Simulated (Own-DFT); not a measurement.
# Which arrangement is lower? C36Si36, 72 atoms

Everything here is calculated. The program is Own-DFT (plane waves, in-house, since retired, never reviewed by a person); positions were held fixed, and spin and spin-orbit coupling were off.

Method: PBE; PseudoDojo norm-conserving scalar-relativistic files; cutoff 42 hartree; 4 x 4 x 3 k mesh centred on Gamma; Fermi-Dirac smearing of 0.1 eV.

Limits: forces on such cells passed a denser k mesh, each cell not checked; stress not checked against mesh or cutoff.

All cells hold the same atoms in the same cell, with vectors in Å (9.248, 0.000, 0.000); (-4.624, 8.009, 0.000); (0.000, 0.000, 10.068). u is the rms random offset of the atoms per axis. E is the free energy of the whole cell, counted from the lowest run. The arrangements:

- A: 2H SiC
- B: 4H SiC

| arrangement | u (Å) | E (eV) | P (GPa) |
|---|---|---|---|
| A | 0.0278 | 0.498 | 3.84 |
| A | 0.0290 | 0.645 | 3.77 |
| A | 0.0295 | 0.778 | 3.84 |
| A | 0.0581 | 7.313 | 5.92 |
| A | 0.0597 | 7.809 | 6.19 |
| A | 0.0628 | 8.097 | 6.37 |
| B | 0.0286 | 0.257 | 3.69 |
| B | 0.0289 | 0.000 | 3.61 |
| B | 0.0295 | 0.360 | 3.69 |
| B | 0.0583 | 8.050 | 6.49 |
| B | 0.0593 | 6.660 | 5.94 |
| B | 0.0612 | 8.527 | 6.68 |

Question: what order do the arrangements take when the shaking is discounted?

## Worked answer

Fit E = a + b u², with one b for all and one a for each arrangement, and with residuals divided by u², since the noise grows with the moves. Then b = 2658 eV/Å², the scatter at u = 0.04 Å is 0.28 eV, and against A:

- B: -0.44 ± 0.12 eV (lower)

The cells share one lattice and weren't relaxed, which can shift such small differences either way.
